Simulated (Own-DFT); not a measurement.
Simulation results for GaN (wurtzite, strained, atoms displaced)

A calculation, not a measurement: plane-wave PBE density functional theory by an unreviewed code, no spin, of a simulated periodic cell, stress positive in tension, free energy of the whole cell less one offset for each atom, forces on such cells passed a denser k mesh, this cell's mesh not checked; offsets are fitted by least squares, one for each functional and potential file, so energies compare only between cells with the same atoms and settings and are not formation energies; the far tail of each file's local potential was reset to the Coulomb form; each entry is a single point on an unrelaxed cell, so the pressure reflects the starting lattice, mostly measured values (interpolated for alloys), from which strain is counted, and rises with the displacements; printed positions are rounded, which can move forces by about a meV/angstrom; the program, named Own-DFT, is a retired in-house code; no spin-orbit coupling. Program: Own-DFT development build.

Settings shared by all entries: functional PBE; potential files PseudoDojo norm-conserving, scalar-relativistic, standard set with the stringent files for Ga; wave cutoff 96 hartree; occupations Gaussian; smearing width 0.01 eV; k mesh 3 x 4 x 3 centred on Gamma.

(1) GaN (wurtzite, strained, atoms displaced)

```
CELL_PARAMETERS angstrom
12.75600 0.00000 0.00000
-4.78350 8.28530 0.00000
0.00000 0.00000 10.21440
ATOMIC_POSITIONS crystal
Ga 0.08873 0.22391 0.99885
Ga 0.15745 0.10270 0.24769
N 0.08277 0.22429 0.18430
N 0.16385 0.10989 0.43215
Ga 0.08279 0.22556 0.49956
Ga 0.15955 0.11208 0.75269
N 0.09115 0.22162 0.68391
N 0.16934 0.10977 0.93867
Ga 0.08575 0.56335 0.99933
Ga 0.17165 0.44899 0.24464
N 0.08471 0.55689 0.19342
N 0.16805 0.45080 0.43414
Ga 0.08922 0.56104 0.49620
Ga 0.17359 0.44808 0.74948
N 0.08048 0.55288 0.68586
N 0.16065 0.44255 0.93730
Ga 0.07620 0.87510 0.99170
Ga 0.17018 0.77861 0.24968
N 0.09302 0.89808 0.19485
N 0.16461 0.77951 0.44540
Ga 0.07994 0.88507 0.49113
Ga 0.16009 0.77313 0.74497
N 0.07917 0.88399 0.68383
N 0.16469 0.77423 0.92645
Ga 0.34057 0.22215 0.00171
Ga 0.41677 0.10793 0.23971
N 0.32947 0.21879 0.18949
N 0.41812 0.11406 0.44339
Ga 0.33590 0.22652 0.49751
Ga 0.41579 0.10019 0.74600
N 0.32879 0.21915 0.68676
N 0.41081 0.10083 0.94058
Ga 0.33823 0.55878 0.00295
Ga 0.41439 0.44257 0.24340
N 0.33271 0.55269 0.18549
N 0.42168 0.45088 0.43646
Ga 0.33316 0.55457 0.49877
Ga 0.41549 0.44383 0.75034
N 0.33338 0.56070 0.69370
N 0.42470 0.46020 0.94187
Ga 0.33842 0.89469 0.00096
Ga 0.41648 0.77103 0.25485
N 0.33314 0.88425 0.19159
N 0.41798 0.77671 0.43781
Ga 0.33703 0.89654 0.50270
Ga 0.42170 0.77207 0.74507
N 0.33746 0.88566 0.69586
N 0.40806 0.77513 0.93407
Ga 0.58034 0.22387 0.99667
Ga 0.66365 0.10627 0.25173
N 0.58510 0.22453 0.18446
N 0.65945 0.10858 0.44627
Ga 0.58381 0.22595 0.49909
Ga 0.66700 0.11310 0.75758
N 0.58558 0.21906 0.68462
N 0.67305 0.12083 0.94280
Ga 0.58909 0.56606 0.00055
Ga 0.66997 0.44852 0.25380
N 0.58404 0.56445 0.19431
N 0.66261 0.43651 0.43561
Ga 0.57927 0.55394 0.49450
Ga 0.66706 0.44270 0.75139
N 0.57813 0.55883 0.69203
N 0.66350 0.44975 0.93701
Ga 0.59163 0.90343 0.99551
Ga 0.66139 0.78363 0.25142
N 0.58076 0.88714 0.19012
N 0.66304 0.77598 0.43701
Ga 0.58078 0.89656 0.49109
Ga 0.66976 0.78353 0.76531
N 0.58955 0.90168 0.68578
N 0.66471 0.77989 0.94314
Ga 0.83314 0.21839 0.00099
Ga 0.91847 0.11359 0.25381
N 0.83169 0.23049 0.18893
N 0.91940 0.10545 0.43113
Ga 0.82995 0.21554 0.49510
Ga 0.91369 0.11216 0.75467
N 0.83156 0.21055 0.69659
N 0.91528 0.11225 0.95127
Ga 0.83433 0.55102 0.99383
Ga 0.92213 0.44207 0.25263
N 0.83276 0.55309 0.19201
N 0.91185 0.44289 0.44693
Ga 0.83587 0.56154 0.49980
Ga 0.91680 0.44015 0.74731
N 0.83444 0.55621 0.68196
N 0.91820 0.43741 0.94811
Ga 0.82923 0.88868 0.01375
Ga 0.91436 0.78062 0.25195
N 0.83039 0.88547 0.18444
N 0.91696 0.78194 0.44580
Ga 0.83027 0.88973 0.50164
Ga 0.92386 0.78358 0.74667
N 0.83714 0.89444 0.69250
N 0.92390 0.77671 0.93326
```

| Item | Value |
| --- | --- |
| free energy of cell above offsets | -4.543 eV |
| pressure | 9.89 GPa |
| stress xx | -7.49 GPa |
| stress yy | -8.91 GPa |
| stress zz | -13.27 GPa |
| stress yz | 0.24 GPa |
| stress xz | 0.07 GPa |
| stress xy | 0.33 GPa |

Force:
```
element  x (eV/Å)  y (eV/Å)  z (eV/Å)
     Ga    -0.584    -0.198    -0.253
     Ga     0.547     2.603     0.075
      N     0.029     0.062     0.913
      N     0.217     0.545     1.116
     Ga     0.847    -0.167    -0.691
     Ga     2.466    -1.241     -0.37
      N    -2.772     1.113     0.498
      N    -0.019    -0.138     0.428
     Ga     0.287    -0.871     0.093
     Ga    -0.664    -0.921     0.198
      N      0.31     0.419     -0.68
      N     0.568    -0.702      0.27
     Ga    -1.177    -0.744     0.611
     Ga    -1.709    -0.535     0.191
      N     0.852    -0.343     0.079
      N     1.261     0.435     0.401
     Ga     2.127     2.271     1.623
     Ga    -0.603     0.042     0.744
      N    -1.152    -3.246    -1.779
      N     1.298     0.253    -1.114
     Ga     0.285     1.461     1.163
     Ga      0.99      0.41    -0.915
      N     1.068     1.357    -0.262
      N     0.358     0.684      2.24
     Ga    -1.632     0.653    -0.538
     Ga    -0.227     0.603     1.585
      N     0.394     0.157    -0.034
      N    -0.033    -0.138    -1.333
     Ga    -0.794     -0.46     -0.11
     Ga    -0.756      1.55     0.132
      N     0.641     0.045      0.65
      N     0.891     2.145    -0.896
     Ga     -1.32     0.069    -1.369
     Ga     0.695    -0.257     0.594
      N     0.177     0.616     0.841
      N    -1.587    -1.046    -0.435
     Ga     0.162     0.021     0.416
     Ga    -0.021    -0.476     0.137
      N     0.999      -1.2    -1.602
      N     0.193    -1.921    -0.241
     Ga      -0.9    -2.422     -0.13
     Ga    -0.563     0.294    -1.188
      N     0.532     0.033    -0.373
      N    -1.012    -0.086     0.689
     Ga    -0.273    -0.764     0.231
     Ga    -0.328     1.786     0.664
      N    -0.859      -0.9    -1.348
      N     1.993     0.684     0.733
     Ga     0.291     0.361     0.206
     Ga    -0.182     1.217    -0.093
      N    -0.238    -0.187     0.496
      N     1.212     1.251    -1.828
     Ga    -0.357    -0.356     0.188
     Ga     0.039     0.034    -1.348
      N    -0.585     0.571     1.465
      N     -1.23    -0.321    -0.139
     Ga    -0.449    -0.982     1.018
     Ga    -0.561    -0.237    -1.241
      N     0.502    -0.848    -0.804
      N      0.08     1.714      1.08
     Ga      1.31     0.616     1.283
     Ga    -0.613     0.504    -1.344
      N     1.398     0.305    -0.494
      N     0.998    -0.515     0.441
     Ga    -1.711    -1.655     0.724
     Ga     1.499    -0.706      0.04
      N    -0.538     0.741    -0.807
      N     0.186     0.861     0.533
     Ga     1.242    -1.716     1.959
     Ga    -0.105    -0.177    -3.621
      N     0.225    -1.535     0.539
      N     0.497     1.098     1.158
     Ga     0.324      1.11       0.8
     Ga    -0.416     0.191    -2.593
      N     0.631     -1.86     0.845
      N    -1.117     0.602     2.155
     Ga     0.128     0.367     1.022
     Ga     1.947    -0.295     0.713
      N    -1.018      1.64    -1.505
      N     1.061    -0.947    -1.376
     Ga    -0.191     0.189     0.964
     Ga    -1.433     0.754     0.412
      N      0.53     0.818    -0.536
      N     1.293    -0.261    -0.969
     Ga     -0.67    -0.863    -0.667
     Ga    -0.216    -0.042     0.334
      N    -0.232    -0.241     2.002
      N    -0.651     0.788    -1.573
     Ga     1.228     0.251    -4.182
     Ga     0.967    -0.625    -0.105
      N    -0.186     0.513     3.795
      N    -0.985     -0.47    -1.385
     Ga    -0.139    -0.421     0.412
     Ga    -1.523    -1.053    -0.195
      N    -0.321    -0.672     0.021
      N    -3.122    -1.049     0.547
```

(2) GaN (wurtzite, strained, atoms displaced)

```
CELL_PARAMETERS angstrom
12.75600 0.00000 0.00000
-4.78350 8.28530 0.00000
0.00000 0.00000 10.21440
ATOMIC_POSITIONS crystal
Ga 0.08742 0.23423 0.99548
Ga 0.16774 0.10907 0.25255
N 0.07856 0.21807 0.19405
N 0.17225 0.11512 0.43809
Ga 0.08084 0.22279 0.49931
Ga 0.16923 0.11266 0.74763
N 0.08404 0.21710 0.69520
N 0.16744 0.11180 0.93913
Ga 0.07638 0.54355 0.00051
Ga 0.16651 0.44806 0.24660
N 0.08062 0.54673 0.19221
N 0.16863 0.44520 0.43543
Ga 0.08230 0.56266 0.50325
Ga 0.17034 0.45146 0.74571
N 0.07554 0.55963 0.69410
N 0.16671 0.43803 0.93420
Ga 0.08461 0.89104 0.99092
Ga 0.16443 0.78025 0.24687
N 0.09375 0.89539 0.18982
N 0.16225 0.76149 0.43947
Ga 0.08019 0.89225 0.49049
Ga 0.16949 0.77068 0.75098
N 0.08458 0.88720 0.68686
N 0.16997 0.78640 0.94461
Ga 0.33488 0.22004 0.00031
Ga 0.41553 0.10644 0.24716
N 0.32938 0.22266 0.18955
N 0.41361 0.10382 0.44202
Ga 0.32641 0.22923 0.50609
Ga 0.41034 0.10767 0.76054
N 0.33139 0.22433 0.68342
N 0.41892 0.11508 0.93910
Ga 0.33397 0.55541 0.00168
Ga 0.41713 0.44082 0.24724
N 0.33072 0.55948 0.18891
N 0.41528 0.44334 0.44199
Ga 0.33053 0.56063 0.50495
Ga 0.41980 0.44835 0.75320
N 0.33494 0.55732 0.69104
N 0.41300 0.44621 0.93428
Ga 0.33263 0.88855 0.99648
Ga 0.40912 0.76810 0.25323
N 0.33977 0.88484 0.19062
N 0.42300 0.77955 0.43139
Ga 0.33168 0.89070 0.50276
Ga 0.41803 0.77767 0.75381
N 0.34182 0.89111 0.68842
N 0.41494 0.77668 0.94160
Ga 0.58410 0.21851 0.00207
Ga 0.66475 0.11749 0.24943
N 0.58094 0.22889 0.18555
N 0.67111 0.11902 0.43816
Ga 0.57737 0.21409 0.49418
Ga 0.67736 0.12316 0.74659
N 0.58490 0.22785 0.69141
N 0.67441 0.10974 0.94039
Ga 0.58594 0.56553 0.00543
Ga 0.66773 0.44182 0.25236
N 0.58997 0.55557 0.18989
N 0.67108 0.44667 0.44168
Ga 0.58944 0.56087 0.49859
Ga 0.67533 0.45554 0.74771
N 0.58565 0.55264 0.69164
N 0.66932 0.44696 0.93570
Ga 0.57637 0.88860 0.00244
Ga 0.66405 0.78593 0.23981
N 0.58167 0.89110 0.18973
N 0.67059 0.77582 0.44041
Ga 0.58796 0.89073 0.49999
Ga 0.66149 0.76898 0.75530
N 0.58343 0.89486 0.68837
N 0.66532 0.77749 0.94310
Ga 0.82844 0.22173 0.00282
Ga 0.92174 0.12070 0.25428
N 0.83354 0.22412 0.19372
N 0.92131 0.11211 0.43607
Ga 0.83220 0.22898 0.50024
Ga 0.91655 0.11227 0.75226
N 0.83056 0.21741 0.69627
N 0.92001 0.10992 0.94325
Ga 0.82957 0.54668 0.00175
Ga 0.92072 0.45285 0.24530
N 0.82799 0.55199 0.19004
N 0.92109 0.45601 0.44023
Ga 0.84222 0.56446 0.50437
Ga 0.91747 0.44120 0.74642
N 0.83472 0.55924 0.68388
N 0.91905 0.45245 0.93510
Ga 0.84053 0.89670 0.00560
Ga 0.92365 0.77724 0.24618
N 0.83749 0.89985 0.18084
N 0.91844 0.76816 0.43124
Ga 0.84098 0.89817 0.49740
Ga 0.92275 0.78561 0.74800
N 0.83918 0.88582 0.69131
N 0.92151 0.78418 0.93926
```

| Item | Value |
| --- | --- |
| free energy of cell above offsets | -4.514 eV |
| pressure | 9.96 GPa |
| stress xx | -8.17 GPa |
| stress yy | -8.22 GPa |
| stress zz | -13.5 GPa |
| stress yz | 0.61 GPa |
| stress xz | -0.5 GPa |
| stress xy | -1.38 GPa |

Force:
```
element  x (eV/Å)  y (eV/Å)  z (eV/Å)
     Ga      0.37     -2.95     1.322
     Ga    -0.849     0.999    -0.606
      N     1.664     1.265    -1.119
      N    -1.675    -0.836     0.142
     Ga     1.085     0.637     0.486
     Ga     0.014     -0.72     0.507
      N    -0.996     1.338    -1.255
      N     0.206     0.616    -0.109
     Ga     1.001     1.474    -0.064
     Ga     0.765    -1.326     0.777
      N     -0.28      1.77    -1.307
      N    -0.781     0.064     1.151
     Ga     0.879    -2.511     0.175
     Ga    -0.516    -1.122     0.056
      N     2.547    -0.798    -0.866
      N    -0.548     2.657     0.097
     Ga    -0.262      0.46     1.066
     Ga     2.119     -0.96     0.496
      N    -1.533    -0.586    -0.852
      N    -0.091     3.888    -0.907
     Ga     1.471    -0.442     1.253
     Ga    -0.711     1.993     0.263
      N     0.919       0.4    -0.451
      N     0.459    -1.899      -0.9
     Ga    -1.029     0.633    -0.022
     Ga    -0.563     0.168     0.823
      N     1.159    -0.259    -0.319
      N    -0.985     0.961    -0.986
     Ga     2.302    -0.081    -1.585
     Ga     1.098       1.1    -2.917
      N     0.713     0.053     2.499
      N     0.245    -0.603     1.435
     Ga    -0.437    -0.122    -0.252
     Ga    -0.167     0.831     0.921
      N     1.036    -1.475    -0.459
      N     0.132     0.943    -0.474
     Ga     1.115    -0.032    -1.284
     Ga     0.232    -0.616    -1.299
      N    -0.123     0.277     0.098
      N     1.033    -0.206     1.772
     Ga     0.276     0.191     1.129
     Ga     1.255     1.129    -0.619
      N    -2.101     0.572    -0.855
      N    -0.757    -0.001     2.506
     Ga     0.587    -0.935    -0.847
     Ga     0.632     0.462    -0.515
      N    -1.462     -0.52     0.791
      N    -0.271    -0.069    -0.347
     Ga     0.307      0.97    -1.514
     Ga     0.521    -0.438    -0.095
      N     0.472     -0.97     0.701
      N    -0.086     -0.95    -0.028
     Ga     0.067      1.41     1.623
     Ga    -3.506    -1.928     0.957
      N    -0.047    -0.524    -0.128
      N    -2.346    -0.428    -0.418
     Ga     0.479    -1.625    -1.008
     Ga    -0.445     0.618     0.789
      N    -1.539     0.317      0.38
      N    -0.034    -0.499    -0.162
     Ga    -0.453    -1.136     0.179
     Ga    -0.397    -1.552       0.1
      N    -0.945     0.461    -0.523
      N    -0.635    -0.432     0.745
     Ga     1.462     0.275     -0.32
     Ga     1.952    -0.602     1.348
      N    -0.965     0.419     0.018
      N    -0.131     1.405    -0.883
     Ga    -0.129    -0.139    -0.286
     Ga     0.403     1.419    -0.693
      N     0.856    -0.427     0.549
      N     -0.04     1.036     0.006
     Ga      2.27     0.526     0.339
     Ga    -0.948    -1.115    -1.348
      N    -0.434     0.502    -0.274
      N    -1.287     0.539     1.272
     Ga     0.883     0.274    -0.191
     Ga     0.717    -0.896     0.457
      N     2.296     1.633    -1.963
      N    -0.967     1.372    -0.649
     Ga    -0.362     1.689    -0.484
     Ga    -0.964    -1.218     1.199
      N     1.315     0.715     -0.42
      N     0.311    -1.608     -0.33
     Ga    -1.286    -1.422    -1.045
     Ga    -1.787     0.199     0.575
      N     1.075     0.252     1.586
      N     -0.15    -1.484     0.334
     Ga    -0.299    -0.866    -2.248
     Ga    -1.416     0.377    -0.868
      N     0.262    -0.864     3.324
      N    -0.944     2.186     0.265
     Ga    -0.265    -1.772     0.405
     Ga     0.428    -1.098     0.749
      N     -1.95     0.826    -0.714
      N    -0.498    -1.238     0.146
```

(3) GaN (wurtzite, strained, atoms displaced)

```
CELL_PARAMETERS angstrom
12.75600 0.00000 0.00000
-4.78350 8.28530 0.00000
0.00000 0.00000 10.21440
ATOMIC_POSITIONS crystal
Ga 0.08533 0.21279 0.99917
Ga 0.16653 0.11245 0.24452
N 0.08088 0.21115 0.18786
N 0.16367 0.10583 0.44393
Ga 0.08122 0.22120 0.49660
Ga 0.16411 0.10662 0.75262
N 0.08219 0.22067 0.69235
N 0.16728 0.11446 0.94608
Ga 0.08405 0.55456 0.98854
Ga 0.16256 0.44574 0.24473
N 0.07888 0.54471 0.18538
N 0.16536 0.44703 0.43553
Ga 0.07909 0.54206 0.49762
Ga 0.16998 0.44660 0.74828
N 0.09200 0.56492 0.69172
N 0.16487 0.44318 0.93490
Ga 0.08516 0.88699 0.99324
Ga 0.16507 0.77816 0.25218
N 0.08709 0.89490 0.18353
N 0.15876 0.77708 0.43371
Ga 0.08681 0.89036 0.49763
Ga 0.16834 0.78505 0.75315
N 0.08256 0.88360 0.69464
N 0.17391 0.78604 0.93844
Ga 0.33525 0.21439 0.00279
Ga 0.41554 0.10645 0.24900
N 0.33054 0.22734 0.19656
N 0.41545 0.11584 0.44178
Ga 0.33749 0.21904 0.49708
Ga 0.42273 0.11280 0.74692
N 0.33729 0.21527 0.68835
N 0.41477 0.10604 0.93791
Ga 0.33253 0.55627 0.00445
Ga 0.41432 0.44236 0.24590
N 0.33692 0.56528 0.19137
N 0.41679 0.44485 0.43844
Ga 0.33307 0.55075 0.50232
Ga 0.41423 0.44468 0.75144
N 0.32946 0.55276 0.69694
N 0.41390 0.44684 0.93511
Ga 0.32788 0.89078 0.00841
Ga 0.41328 0.77875 0.25145
N 0.33452 0.88381 0.17976
N 0.41853 0.79013 0.42495
Ga 0.33460 0.88121 0.50872
Ga 0.42170 0.79102 0.74899
N 0.33265 0.88843 0.68585
N 0.41747 0.78160 0.93835
Ga 0.58371 0.22186 0.00063
Ga 0.66157 0.11202 0.24944
N 0.59060 0.22180 0.19403
N 0.66462 0.10019 0.44018
Ga 0.58938 0.22512 0.49445
Ga 0.66272 0.10689 0.75452
N 0.58599 0.21404 0.68958
N 0.66731 0.11469 0.93558
Ga 0.57951 0.55165 0.99819
Ga 0.66692 0.44118 0.25433
N 0.57863 0.54431 0.19335
N 0.66829 0.45227 0.44317
Ga 0.58156 0.55356 0.50687
Ga 0.66339 0.44533 0.74257
N 0.58266 0.55450 0.68254
N 0.66181 0.43470 0.94695
Ga 0.58512 0.88918 0.99892
Ga 0.67260 0.77578 0.24250
N 0.58726 0.89572 0.19469
N 0.66463 0.78007 0.45015
Ga 0.58166 0.88132 0.50163
Ga 0.67326 0.78665 0.75317
N 0.58397 0.88482 0.69680
N 0.66183 0.77449 0.93587
Ga 0.83762 0.21486 0.00311
Ga 0.92099 0.11672 0.24289
N 0.83424 0.22410 0.19236
N 0.90999 0.11209 0.43741
Ga 0.83263 0.22837 0.50503
Ga 0.91795 0.11496 0.75432
N 0.83391 0.22178 0.69294
N 0.91948 0.10761 0.93462
Ga 0.84114 0.54225 0.00209
Ga 0.91518 0.43926 0.25208
N 0.82877 0.54487 0.18392
N 0.91672 0.44169 0.44274
Ga 0.83190 0.55907 0.50190
Ga 0.90873 0.43659 0.75061
N 0.82775 0.55381 0.69767
N 0.92063 0.44993 0.94683
Ga 0.82931 0.88783 0.00339
Ga 0.92128 0.79425 0.24413
N 0.83809 0.89300 0.19070
N 0.91361 0.76886 0.44170
Ga 0.83845 0.87943 0.49858
Ga 0.91340 0.78118 0.75886
N 0.84040 0.90002 0.69139
N 0.90880 0.78245 0.93069
```

| Quantity | Value |
| --- | --- |
| free energy of cell above offsets | -3.342 eV |
| pressure | 10.36 GPa |
| stress xx | -10.14 GPa |
| stress yy | -6.93 GPa |
| stress zz | -14.01 GPa |
| stress yz | -0.23 GPa |
| stress xz | 0.49 GPa |
| stress xy | 2.31 GPa |

Force:
```
element  x (eV/Å)  y (eV/Å)  z (eV/Å)
     Ga    -1.679     1.844     0.017
     Ga      0.32    -0.434     1.648
      N    -0.151     1.844    -0.308
      N     0.075     1.091    -1.109
     Ga      -0.3    -0.402     0.471
     Ga     0.548     0.598    -0.534
      N     0.411     0.342    -0.582
      N     1.812    -1.121    -1.225
     Ga     0.784     0.581     1.202
     Ga     1.404    -0.543     0.249
      N    -0.652     1.689     -0.38
      N     1.204    -0.718     -0.06
     Ga    -0.471     2.134     1.095
     Ga    -1.116    -0.697     0.166
      N    -1.278    -1.122    -0.351
      N     0.606    -0.542     1.128
     Ga    -1.266    -0.021     0.208
     Ga     0.212    -0.644    -1.183
      N    -0.015    -0.891     0.098
      N         2    -0.784     1.123
     Ga     -0.93    -0.543     1.191
     Ga     0.704    -0.836    -0.743
      N    -0.953     0.563    -0.689
      N    -1.262    -1.305     0.099
     Ga    -0.745     1.361    -0.307
     Ga     0.067      0.42     0.555
      N     1.409    -1.289    -1.349
      N     2.148    -1.507    -1.002
     Ga    -2.026     0.839     0.755
     Ga    -0.469    -0.313     0.247
      N    -1.299      0.77     0.316
      N     0.388     0.392     0.319
     Ga     -0.29     0.496    -1.119
     Ga    -0.325     1.243     1.174
      N    -0.315    -1.693    -0.182
      N    -0.145    -0.204     0.059
     Ga      -0.4     0.616    -0.224
     Ga     0.518    -0.509    -0.831
      N     1.283     1.453    -1.703
      N     0.433    -0.877     1.438
     Ga     2.071    -0.087    -3.294
     Ga     1.359     0.471    -2.181
      N    -1.267     0.796     3.644
      N     0.441    -1.375     4.056
     Ga    -1.356     0.808    -2.604
     Ga    -0.266    -1.868     1.016
      N     0.151     0.342     1.499
      N    -0.366    -0.041     0.455
     Ga    -0.069    -0.695     0.312
     Ga     2.738     -0.93     1.129
      N    -2.961     0.388    -0.859
      N    -0.347     1.514     0.197
     Ga     -0.44    -0.769      0.57
     Ga     1.168     0.135    -1.004
      N    -0.818     1.269    -0.837
      N     0.938    -0.306     1.673
     Ga     0.552    -0.332     0.281
     Ga    -0.062     0.477    -0.511
      N     0.407     1.293    -0.796
      N     0.373    -1.007    -0.286
     Ga    -0.554     0.694    -2.517
     Ga      0.01    -1.052     1.744
      N    -0.465     0.477     2.993
      N     0.302     1.672    -1.511
     Ga    -1.102     0.218     0.625
     Ga    -1.814     -0.24     1.852
      N     0.365    -1.461    -1.214
      N     1.897    -1.114    -1.748
     Ga    -0.677     0.854     0.151
     Ga     0.313    -1.017    -1.305
      N    -0.197     0.544    -1.237
      N      0.84     0.109     1.388
     Ga    -1.065     0.751    -0.221
     Ga    -1.235    -0.209     1.888
      N    -0.094    -0.934    -0.698
      N     1.358    -0.397    -0.084
     Ga     0.118    -1.782    -0.522
     Ga     0.277      0.19    -1.535
      N    -0.502    -0.356     0.097
      N    -0.462     0.063      1.97
     Ga    -4.673     2.139    -0.003
     Ga      -0.3     0.805    -0.057
      N     0.329     1.624     1.642
      N     -1.16     0.534     -0.28
     Ga     0.943    -1.069     0.716
     Ga     0.922     1.562     0.274
      N     0.897     0.539    -1.015
      N     1.958     -2.58    -2.376
     Ga     0.119     -0.25     -0.95
     Ga     1.728    -2.682     0.845
      N    -1.147     0.241    -0.648
      N      1.03     1.305    -1.451
     Ga    -2.431     1.843      0.65
     Ga     0.633    -0.359    -3.226
      N    -0.424    -1.106    -0.576
      N     1.774    -0.916     4.197
```
